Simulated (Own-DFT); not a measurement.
GaP (zincblende, strained, atoms displaced) (calculated)

All values are calculated (Own-DFT development build). A calculation, not a measurement: plane-wave PBE density functional theory by an unreviewed code, no spin, of a simulated periodic cell, stress positive in tension, free energy of the whole cell less one offset for each atom, forces on such cells passed a denser k mesh, this cell's mesh not checked; offsets are fitted by least squares, one for each functional and potential file, so energies compare only between cells with the same atoms and settings and are not formation energies; the far tail of each file's local potential was reset to the Coulomb form; each entry is a single point on an unrelaxed cell, so the pressure reflects the starting lattice, mostly measured values (interpolated for alloys), from which strain is counted, and rises with the displacements; printed positions are rounded, which can move forces by about a meV/angstrom; the program, named Own-DFT, is a retired in-house code; no spin-orbit coupling.

Common to all runs: functional PBE; potential files PseudoDojo norm-conserving, scalar-relativistic, standard set; wave cutoff 42 hartree; occupations Fermi-Dirac; smearing width 0.1 eV; hardware one NVIDIA H100; k mesh 3 x 3 x 3 centred on Gamma.

(1) GaP (zincblende, strained, atoms displaced)

```cif
# cell vector a (Å): 10.8620 0.0000 0.0000
# cell vector b (Å): 0.0000 10.8620 0.0000
# cell vector c (Å): 0.0000 0.0000 10.9361
data_GaP
_symmetry_space_group_name_H-M 'P 1'
_symmetry_Int_Tables_number 1
_cell_length_a 10.8620
_cell_length_b 10.8620
_cell_length_c 10.9361
_cell_angle_alpha 90.000
_cell_angle_beta 90.000
_cell_angle_gamma 90.000
_cell_volume 1290.27
loop_
_atom_site_label
_atom_site_type_symbol
_atom_site_fract_x
_atom_site_fract_y
_atom_site_fract_z
_atom_site_occupancy
Ga1 Ga 0.00180 0.00319 0.99902 1
Ga2 Ga 0.00055 0.24725 0.25188 1
Ga3 Ga 0.25017 0.00276 0.25221 1
Ga4 Ga 0.24869 0.25377 0.99690 1
P1 P 0.12658 0.12400 0.12514 1
P2 P 0.12740 0.37625 0.37419 1
P3 P 0.36891 0.12698 0.37560 1
P4 P 0.37264 0.37692 0.12136 1
Ga5 Ga 0.00073 0.00186 0.50012 1
Ga6 Ga 0.99870 0.25592 0.75199 1
Ga7 Ga 0.24621 0.99705 0.75077 1
Ga8 Ga 0.24583 0.24837 0.50108 1
P5 P 0.12506 0.12553 0.62431 1
P6 P 0.12599 0.37617 0.87072 1
P7 P 0.37086 0.12940 0.87560 1
P8 P 0.37082 0.37751 0.62702 1
Ga9 Ga 0.99985 0.49806 0.00027 1
Ga10 Ga 0.00191 0.75276 0.24725 1
Ga11 Ga 0.24716 0.50162 0.25029 1
Ga12 Ga 0.24629 0.75324 0.99480 1
P9 P 0.12363 0.62008 0.13147 1
P10 P 0.12585 0.87499 0.37770 1
P11 P 0.37877 0.62714 0.37814 1
P12 P 0.38324 0.87200 0.12653 1
Ga13 Ga 0.99589 0.49741 0.49807 1
Ga14 Ga 0.00260 0.74844 0.75077 1
Ga15 Ga 0.24712 0.49770 0.75094 1
Ga16 Ga 0.25168 0.74867 0.50000 1
P13 P 0.12343 0.62641 0.62885 1
P14 P 0.12234 0.87029 0.87644 1
P15 P 0.37048 0.62697 0.87647 1
P16 P 0.37358 0.87364 0.62170 1
Ga17 Ga 0.49451 0.00027 0.00228 1
Ga18 Ga 0.49756 0.25030 0.24526 1
Ga19 Ga 0.74811 0.99613 0.24895 1
Ga20 Ga 0.75025 0.24905 0.00334 1
P17 P 0.62277 0.12574 0.12739 1
P18 P 0.62918 0.37012 0.37570 1
P19 P 0.87906 0.12415 0.37430 1
P20 P 0.87732 0.37486 0.12652 1
Ga21 Ga 0.50556 0.00224 0.50085 1
Ga22 Ga 0.49763 0.25042 0.74463 1
Ga23 Ga 0.74652 0.00082 0.75124 1
Ga24 Ga 0.75696 0.24952 0.49936 1
P21 P 0.62343 0.12545 0.62081 1
P22 P 0.62266 0.37362 0.87758 1
P23 P 0.87233 0.12414 0.87537 1
P24 P 0.87443 0.37304 0.62220 1
Ga25 Ga 0.49523 0.49897 0.99700 1
Ga26 Ga 0.50213 0.75116 0.24815 1
Ga27 Ga 0.75015 0.50591 0.25411 1
Ga28 Ga 0.74642 0.75132 0.99302 1
P25 P 0.62649 0.62238 0.12579 1
P26 P 0.62734 0.87581 0.37567 1
P27 P 0.87110 0.62116 0.37531 1
P28 P 0.87196 0.87727 0.12422 1
Ga29 Ga 0.50203 0.50264 0.49816 1
Ga30 Ga 0.49591 0.74641 0.74921 1
Ga31 Ga 0.74523 0.49916 0.74674 1
Ga32 Ga 0.74704 0.74519 0.49899 1
P29 P 0.62864 0.62473 0.62338 1
P30 P 0.62373 0.87541 0.87501 1
P31 P 0.87407 0.62462 0.87065 1
P32 P 0.87567 0.87942 0.62156 1
```

* free energy of cell above offsets: -35.037 eV
* pressure: 3.21 GPa
* stress xx: -3.36 GPa
* stress yy: -3.39 GPa
* stress zz: -2.89 GPa
* stress yz: 0.25 GPa
* stress xz: -0.16 GPa
* stress xy: 0.22 GPa
* wall time: 498.9 s

Force:
| element | x (eV/Å) | y (eV/Å) | z (eV/Å) |
| --- | --- | --- | --- |
| Ga | -0.293 | -0.273 | 0.16 |
| Ga | 0.23 | 0.355 | -0.264 |
| Ga | 0.139 | -0.691 | -0.304 |
| Ga | -0.216 | -0.211 | 0.339 |
| P | 0.045 | 0.302 | -0.201 |
| P | -0.404 | -0.219 | 0.2 |
| P | 0.969 | 0.018 | 0.102 |
| P | -0.124 | 0.033 | 0.427 |
| Ga | 0.135 | -0.077 | -0.042 |
| Ga | -0.12 | -0.785 | -0.284 |
| Ga | 0.322 | 0.155 | -0.041 |
| Ga | 0.312 | 0.446 | 0.047 |
| P | -0.4 | -0.012 | 0.56 |
| P | -0.413 | 0.013 | 0.746 |
| P | 0.3 | -0.665 | -0.344 |
| P | 0.372 | -0.05 | -0.643 |
| Ga | -0.087 | 0.183 | -0.146 |
| Ga | -0.471 | -0.094 | 0.441 |
| Ga | 0.905 | -0.166 | 0.391 |
| Ga | 0.42 | -0.483 | 1.358 |
| P | -0.03 | 0.857 | -1.154 |
| P | -0.023 | -0.057 | -0.309 |
| P | -0.341 | -0.159 | -0.706 |
| P | -1.573 | 0.313 | -0.172 |
| Ga | 0.529 | 0.292 | 0.167 |
| Ga | -0.776 | 0.341 | -0.347 |
| Ga | 0.273 | 0.646 | -0.19 |
| Ga | -0.347 | -0.099 | 0.093 |
| P | 0.144 | -0.481 | -0.803 |
| P | -0.198 | 0.894 | -0.21 |
| P | 0.132 | -0.377 | -0.295 |
| P | 0.336 | 0.38 | 0.39 |
| Ga | 0.483 | 0.365 | -0.414 |
| Ga | -0.14 | 0.163 | 0.601 |
| Ga | 0.2 | 0.617 | 0.192 |
| Ga | -0.017 | 0.136 | 0.016 |
| P | 0.14 | -0.345 | -0.297 |
| P | -0.518 | 0.408 | -0.228 |
| P | -0.511 | -0.286 | -0.152 |
| P | -0.33 | 0.02 | 0.163 |
| Ga | -0.928 | -0.303 | -0.496 |
| Ga | 0.071 | 0.033 | 0.402 |
| Ga | 0.157 | -0.106 | -0.389 |
| Ga | -0.459 | -0.416 | -0.183 |
| P | 0.568 | 0.403 | 0.559 |
| P | 0.112 | -0.091 | -0.475 |
| P | 0.257 | 0.346 | -0.113 |
| P | -0.019 | 0.356 | 0.57 |
| Ga | 0.367 | 0.342 | 0.254 |
| Ga | 0.405 | -0.42 | 0.45 |
| Ga | -0.244 | -1.102 | -0.579 |
| Ga | 0.394 | -0.346 | 0.652 |
| P | -0.28 | 0.237 | -0.499 |
| P | -0.298 | -0.273 | 0.024 |
| P | 0.87 | 0.973 | 0.102 |
| P | 0.358 | -0.375 | -0.451 |
| Ga | 0.09 | -0.686 | 0.209 |
| Ga | 0.294 | 0.303 | -0.103 |
| Ga | 0.4 | -0.35 | 0.395 |
| Ga | 0.642 | 0.726 | 0.013 |
| P | -0.869 | 0.029 | 0.324 |
| P | -0.68 | 0.17 | -0.297 |
| P | -0.012 | -0.204 | 0.318 |
| P | -0.252 | -0.654 | 0.467 |

(2) GaP (zincblende, strained, atoms displaced)

```cif
# cell vector a (Å): 10.8620 0.0000 0.0000
# cell vector b (Å): 0.0000 10.8620 0.0000
# cell vector c (Å): 0.0000 0.0000 10.9361
data_GaP
_symmetry_space_group_name_H-M 'P 1'
_symmetry_Int_Tables_number 1
_cell_length_a 10.8620
_cell_length_b 10.8620
_cell_length_c 10.9361
_cell_angle_alpha 90.000
_cell_angle_beta 90.000
_cell_angle_gamma 90.000
_cell_volume 1290.27
loop_
_atom_site_label
_atom_site_type_symbol
_atom_site_fract_x
_atom_site_fract_y
_atom_site_fract_z
_atom_site_occupancy
Ga1 Ga 0.00513 0.99816 0.00297 1
Ga2 Ga 0.99788 0.24889 0.24944 1
Ga3 Ga 0.24555 0.00255 0.25066 1
Ga4 Ga 0.24843 0.25215 0.00614 1
P1 P 0.12577 0.12362 0.12563 1
P2 P 0.12909 0.37491 0.37953 1
P3 P 0.37451 0.12050 0.36929 1
P4 P 0.37745 0.37802 0.12592 1
Ga5 Ga 0.00284 0.99823 0.50017 1
Ga6 Ga 0.00000 0.24752 0.74976 1
Ga7 Ga 0.24659 0.99565 0.74874 1
Ga8 Ga 0.25078 0.24670 0.50061 1
P5 P 0.12323 0.12765 0.62531 1
P6 P 0.12602 0.37785 0.87683 1
P7 P 0.37513 0.12709 0.87244 1
P8 P 0.37255 0.37913 0.62466 1
Ga9 Ga 0.99960 0.50145 0.00029 1
Ga10 Ga 0.99841 0.75164 0.24943 1
Ga11 Ga 0.25374 0.49681 0.24412 1
Ga12 Ga 0.24816 0.74985 0.99763 1
P9 P 0.12880 0.62338 0.12831 1
P10 P 0.12863 0.87255 0.37544 1
P11 P 0.37773 0.62414 0.37378 1
P12 P 0.37143 0.87850 0.12624 1
Ga13 Ga 0.99764 0.50057 0.50047 1
Ga14 Ga 0.99654 0.75554 0.75616 1
Ga15 Ga 0.24594 0.50235 0.75062 1
Ga16 Ga 0.24908 0.74968 0.49811 1
P13 P 0.12722 0.62419 0.62554 1
P14 P 0.13182 0.87376 0.87851 1
P15 P 0.37701 0.62539 0.87574 1
P16 P 0.37343 0.87371 0.62618 1
Ga17 Ga 0.49745 0.99824 0.00259 1
Ga18 Ga 0.50190 0.25054 0.24271 1
Ga19 Ga 0.75328 0.99881 0.24788 1
Ga20 Ga 0.75158 0.24941 0.00229 1
P17 P 0.62368 0.12411 0.12435 1
P18 P 0.62316 0.37303 0.37317 1
P19 P 0.87712 0.12051 0.37278 1
P20 P 0.88197 0.37308 0.12394 1
Ga21 Ga 0.50131 0.00227 0.49761 1
Ga22 Ga 0.50315 0.25283 0.75653 1
Ga23 Ga 0.75072 0.99994 0.75470 1
Ga24 Ga 0.74762 0.24750 0.50230 1
P21 P 0.62501 0.12690 0.62842 1
P22 P 0.62184 0.37373 0.87841 1
P23 P 0.87485 0.12299 0.87848 1
P24 P 0.87572 0.37474 0.62520 1
Ga25 Ga 0.49898 0.49730 0.99739 1
Ga26 Ga 0.49951 0.74300 0.25007 1
Ga27 Ga 0.74939 0.50090 0.25038 1
Ga28 Ga 0.75407 0.74702 0.00144 1
P25 P 0.61943 0.62296 0.12921 1
P26 P 0.62054 0.87127 0.37608 1
P27 P 0.87726 0.62396 0.37570 1
P28 P 0.87431 0.87744 0.12240 1
Ga29 Ga 0.50268 0.49956 0.49691 1
Ga30 Ga 0.49622 0.75297 0.74841 1
Ga31 Ga 0.74732 0.50179 0.74923 1
Ga32 Ga 0.74931 0.75234 0.49975 1
P29 P 0.62745 0.62575 0.62640 1
P30 P 0.62077 0.87302 0.87357 1
P31 P 0.87369 0.61622 0.87998 1
P32 P 0.87961 0.87224 0.61945 1
```

* free energy of cell above offsets: -35.034 eV
* pressure: 3.18 GPa
* stress xx: -3.34 GPa
* stress yy: -3.35 GPa
* stress zz: -2.85 GPa
* stress yz: 0.29 GPa
* stress xz: -0.15 GPa
* stress xy: 0.21 GPa
* wall time: 533.5 s

Force:
| element | x (eV/Å) | y (eV/Å) | z (eV/Å) |
| --- | --- | --- | --- |
| Ga | -0.167 | 0.123 | -0.399 |
| Ga | 0.653 | 0.072 | 0.499 |
| Ga | 0.249 | -0.51 | -0.052 |
| Ga | 0.347 | -0.097 | -0.655 |
| P | -0.274 | 0.392 | 0.132 |
| P | -0.434 | -0.037 | -0.705 |
| P | 0.239 | 0.791 | 0.427 |
| P | -0.034 | -0.563 | -0.476 |
| Ga | 0.177 | 0.153 | -0.213 |
| Ga | -0.123 | 0.414 | 0.445 |
| Ga | 0.406 | 0.735 | -0.04 |
| Ga | 0.454 | 0.139 | -0.074 |
| P | 0.214 | -0.633 | 0.001 |
| P | -0.245 | -0.456 | -0.042 |
| P | -0.404 | -0.303 | 0.487 |
| P | 0.478 | -0.45 | 0.193 |
| Ga | 0.704 | -0.257 | 0.378 |
| Ga | 0.223 | -0.152 | 0.042 |
| Ga | -0.27 | 0.245 | 1.151 |
| Ga | 0.738 | -0.421 | 0.75 |
| P | -0.55 | 0.354 | -0.458 |
| P | -0.529 | 0.293 | -0.218 |
| P | -0.578 | -0.219 | 0.175 |
| P | 0.137 | -0.689 | 0.131 |
| Ga | 0.536 | -0.113 | 0.137 |
| Ga | 0.361 | -0.799 | -0.236 |
| Ga | 0.555 | -0.11 | 0.081 |
| Ga | 0.425 | -0.385 | 0.245 |
| P | -0.786 | 0.553 | 0.074 |
| P | -1.111 | 0.254 | -0.336 |
| P | -0.303 | -0.038 | -0.182 |
| P | -0.009 | 0.367 | -0.653 |
| Ga | -0.058 | 0.206 | -0.458 |
| Ga | -0.249 | -0.168 | 0.703 |
| Ga | -0.742 | -0.054 | 0.393 |
| Ga | -0.074 | 0.081 | 0.014 |
| P | 0.438 | -0.201 | -0.108 |
| P | 0.397 | -0.173 | 0.04 |
| P | -0.263 | 0.325 | 0.43 |
| P | -0.923 | 0.356 | 0.172 |
| Ga | -0.207 | -0.13 | 0.407 |
| Ga | -0.729 | -0.047 | -0.913 |
| Ga | 0.011 | -0.348 | -0.564 |
| Ga | 0.332 | 0.107 | -0.381 |
| P | -0.1 | -0.313 | 0.001 |
| P | 1.003 | 0.272 | -0.044 |
| P | 0.391 | 0.038 | -0.092 |
| P | -0.301 | -0.072 | 0.101 |
| Ga | -0.001 | 0.487 | 0.253 |
| Ga | -0.471 | 1.016 | -0.029 |
| Ga | 0.263 | -0.336 | -0.048 |
| Ga | -0.845 | -0.028 | -0.081 |
| P | 0.849 | -0.13 | -0.881 |
| P | 0.56 | 0.348 | -0.433 |
| P | -0.441 | 0.293 | -0.175 |
| P | 0.301 | -0.452 | 0.108 |
| Ga | -0.175 | 0.043 | 0.41 |
| Ga | 0.303 | -0.514 | 0.055 |
| Ga | 0.086 | -0.583 | 0.166 |
| Ga | 0.079 | -0.402 | -0.123 |
| P | -0.463 | 0.206 | -0.261 |
| P | 0.575 | -0.004 | 0.472 |
| P | -0.033 | 1.038 | -0.623 |
| P | -0.591 | 0.486 | 0.878 |
